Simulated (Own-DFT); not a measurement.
# One host, several defects: L1_0 TiAl

No measurement is shown. These are fixed-geometry runs of a retired plane-wave code named Own-DFT, which no person has reviewed; spin and spin-orbit coupling are neglected.

Settings: PBE; PseudoDojo norm-conserving scalar-relativistic files; cutoff 42 hartree; 4 x 4 x 4 k mesh centred on Gamma; cold (Marzari-Vanderbilt) smearing of 0.2 eV.

Caveats: forces on such cells failed a check on a denser k mesh; stress not checked against mesh or cutoff.

All runs share one cell, with vectors in Å (5.622, 5.622, 0.000); (-5.622, 5.622, 0.000); (0.000, 0.000, 8.133) and a volume of 514.0 Å³. The atoms are randomly displaced, by u rms on each axis. The defect's site can differ from row to row.

| cell | formula | u (Å) | P (GPa) |
|---|---|---|---|
| no defect | Al16Ti16 | 0.0195 | 1.18 |
| no defect | Al16Ti16 | 0.0219 | 1.19 |
| no defect | Al16Ti16 | 0.0479 | 1.64 |
| one Ti vacancy | Al16Ti15 | 0.0280 | ? |
| one Ti vacancy | Al16Ti15 | 0.0282 | 0.55 |
| one Ti vacancy | Al16Ti15 | 0.0286 | 0.41 |
| one Ti vacancy | Al16Ti15 | 0.0300 | 0.45 |
| two Al vacancies | Al14Ti16 | 0.0301 | -0.55 |
| two Al vacancies | Al14Ti16 | 0.0320 | -0.61 |
| two Al vacancies | Al14Ti16 | 0.0469 | -0.44 |

## Fit

P = P0 + c u² + a shift for each defect gives P0 = 1.13 GPa, c = 201 ± 40 GPa/Å² and a scatter of 0.07 GPa. The shifts, and each times the cell's volume:

- one Ti vacancy: -0.82 ± 0.06 GPa, -2.6 eV
- two Al vacancies: -1.93 ± 0.06 GPa, -6.2 eV (-3.1 eV for each of its 2 sites)

A positive shift means that the defect pushes the cell outwards. Shift times volume (160.2 GPa Å³ is 1 eV) depends little on the cell's size, so, taken for each site, it can be compared between cells at like pressure. The atoms around the defects weren't relaxed, which would change these numbers.

## Check

Question: what pressure belongs in the blank (one Ti vacancy, u = 0.0280 Å)?

Estimate: 0.46 ± 0.08 GPa. The hidden result is 0.45 GPa.
